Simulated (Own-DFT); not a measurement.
Simulation results for Ti₁₉Si₄₁ (TiSi2 crystal with substituted atoms, atoms displaced)

All values are calculated (Own-DFT development build). A calculation, not a measurement: plane-wave PBE density functional theory by an unreviewed code, no spin, of a simulated periodic cell, stress positive in tension, free energy of the whole cell less one offset for each atom, forces on such cells moved up to 12 meV/angstrom on a denser k mesh; offsets are fitted by least squares, one for each functional and potential file, so energies compare only between cells with the same atoms and settings and are not formation energies; the far tail of each file's local potential was reset to the Coulomb form; each entry is a single point on an unrelaxed cell, so the pressure reflects the starting lattice, taken from the Materials Project, from which strain is counted, and rises with the displacements; printed positions are rounded, which can move forces by about a meV/angstrom; the program is a retired in-house code; no spin-orbit coupling; before rounding, a Quantum ESPRESSO 7.3.1 run of the same cell and cutoff gave forces within 1 meV/angstrom rms on each cell, which checks the program and not the settings.

## Ti₁₉Si₄₁ (TiSi2 crystal with substituted atoms, atoms displaced)

```
Ti19Si41
1.0
      5.2953    -6.7593     3.5652
      7.0604     0.0000    -7.1303
      5.2953     6.7593     3.5652
Ti Si Ti Si Ti Si Ti Si Ti Si Ti Si Ti Si Ti Si Ti Si Ti Si
2 4 2 4 2 4 2 4 2 4 2 4 2 4 2 4 1 5 2 4
Direct
  0.95288 0.92297 0.15536
  0.84924 0.87703 0.64962
  0.61540 0.92770 0.49848
  0.19547 0.87728 0.31343
  0.88215 0.02405 0.40097
  0.89960 0.77919 0.39964
  0.94807 0.43493 0.15215
  0.84816 0.37160 0.64829
  0.59253 0.42602 0.49463
  0.18049 0.36959 0.30673
  0.90452 0.52190 0.39219
  0.89834 0.27829 0.39502
  0.74404 0.72135 0.95037
  0.65082 0.67919 0.45135
  0.41170 0.72570 0.28850
  0.99125 0.67150 0.10268
  0.70150 0.81201 0.20096
  0.71200 0.57062 0.20349
  0.54739 0.01470 0.76217
  0.45335 0.98381 0.24793
  0.20082 0.02853 0.09232
  0.78617 0.97675 0.90636
  0.50040 0.12390 0.00418
  0.49394 0.87382 0.00425
  0.74719 0.22759 0.95611
  0.64982 0.17321 0.44688
  0.40266 0.22535 0.28280
  0.99504 0.17060 0.11190
  0.70667 0.32375 0.19903
  0.69566 0.07691 0.20188
  0.54427 0.52778 0.75333
  0.46096 0.46804 0.24704
  0.20361 0.52305 0.08925
  0.79440 0.47449 0.91320
  0.50123 0.61917 0.99233
  0.50097 0.38164 0.00838
  0.34675 0.82250 0.54895
  0.25066 0.78558 0.04206
  0.00279 0.82576 0.88923
  0.58799 0.77722 0.70803
  0.29891 0.92707 0.78983
  0.29871 0.67090 0.81029
  0.35118 0.32372 0.55846
  0.25787 0.27665 0.05112
  0.01462 0.31643 0.89866
  0.58714 0.27002 0.70225
  0.29554 0.43558 0.80973
  0.30027 0.17417 0.80126
  0.15093 0.62007 0.35364
  0.05343 0.57692 0.84994
  0.80006 0.62693 0.68193
  0.39528 0.57565 0.50956
  0.10824 0.72746 0.60606
  0.10035 0.47589 0.60845
  0.14356 0.12117 0.35316
  0.05379 0.07942 0.84114
  0.80503 0.13010 0.69530
  0.39939 0.07509 0.50440
  0.09272 0.23003 0.59748
  0.11243 0.97041 0.60416
```

| Property | Result |
| --- | --- |
| functional | PBE |
| potential files | PseudoDojo norm-conserving, scalar-relativistic, standard set |
| wave cutoff | 42 hartree |
| occupations | cold (Marzari-Vanderbilt) |
| smearing width | 0.2 eV |
| k mesh | 4 x 4 x 4 centred on Gamma |
| free energy of cell above offsets | -10.987 eV |
| pressure | 3.75 GPa |
| stress xx | -3.86 GPa |
| stress yy | -3.32 GPa |
| stress zz | -4.07 GPa |
| stress yz | 0.23 GPa |
| stress xz | -0.14 GPa |
| stress xy | -0.09 GPa |

Force:
| element | x (eV/Å) | y (eV/Å) | z (eV/Å) |
| --- | --- | --- | --- |
| Ti | -0.586 | 0.587 | -0.454 |
| Ti | 0.207 | -0.565 | 0.248 |
| Si | -0.967 | -0.169 | -0.399 |
| Si | -0.842 | -0.074 | 0.089 |
| Si | 0.936 | -0.983 | 0.576 |
| Si | -0.009 | -0.071 | 0.657 |
| Ti | -1.464 | -0.09 | 1.342 |
| Ti | 0.416 | -0.375 | -0.536 |
| Si | 0.652 | -1.43 | 1.067 |
| Si | 1.133 | -0.112 | 0.468 |
| Si | 1.034 | 0.884 | 0.153 |
| Si | 0.028 | 0.213 | 0.549 |
| Ti | 0.523 | 0.255 | -0.335 |
| Ti | -0.874 | -0.641 | -0.116 |
| Si | -0.103 | -0.077 | -0.082 |
| Si | 1.04 | 0.398 | -0.601 |
| Si | 0.605 | 0.023 | -0.927 |
| Si | -0.716 | 0.661 | -0.774 |
| Ti | 0.345 | -0.614 | -1.462 |
| Ti | -0.958 | 0.175 | 0.93 |
| Si | 0.27 | -0.848 | 0.789 |
| Si | 0.592 | 0.226 | 0.782 |
| Si | -0.102 | -0.266 | -0.314 |
| Si | 0.179 | -0.458 | 0.223 |
| Ti | -0.495 | -0.165 | 0.141 |
| Ti | 0.51 | 0.021 | -0.585 |
| Si | 1.124 | 0.302 | 0.528 |
| Si | -0.042 | 0.841 | -1.031 |
| Si | -0.245 | 0.357 | -0.2 |
| Si | -0.258 | -0.579 | 0.182 |
| Ti | -0.274 | -0.244 | 0.599 |
| Ti | 0.159 | 0.762 | -1.053 |
| Si | 0.742 | -0.493 | 0.146 |
| Si | -0.532 | -0.435 | -0.43 |
| Si | 1.354 | 0.668 | -0.199 |
| Si | -1.04 | -0.687 | 0.612 |
| Ti | 0.763 | -0.046 | 0.197 |
| Ti | -0.483 | 0.403 | 1.034 |
| Si | 0.218 | -0.289 | 0.171 |
| Si | -0.28 | 0.327 | 0.454 |
| Si | 0.782 | 0.541 | 0.783 |
| Si | 0.436 | -0.449 | -0.938 |
| Ti | -0.983 | 0.365 | -0.918 |
| Ti | -0.921 | -0.022 | -0.194 |
| Si | 0.26 | -0.181 | -1.499 |
| Si | 0.939 | 0.768 | 0.418 |
| Si | -0.959 | -0.358 | 0.913 |
| Si | 0.213 | -0.109 | -0.135 |
| Ti | 0.34 | 0.265 | -0.46 |
| Si | -0.504 | -0.021 | -0.327 |
| Si | 0.863 | 0.015 | 1.345 |
| Si | -0.467 | 0.705 | -0.899 |
| Si | -0.93 | 0.315 | -0.295 |
| Si | -0.468 | -0.183 | -0.202 |
| Ti | 0.553 | 0.046 | 0.02 |
| Ti | -0.412 | 0.656 | 0.789 |
| Si | -0.434 | -0.469 | 0.491 |
| Si | -0.183 | 0.657 | -0.267 |
| Si | 0.066 | -0.307 | 0.426 |
| Si | -0.75 | 0.379 | -1.491 |
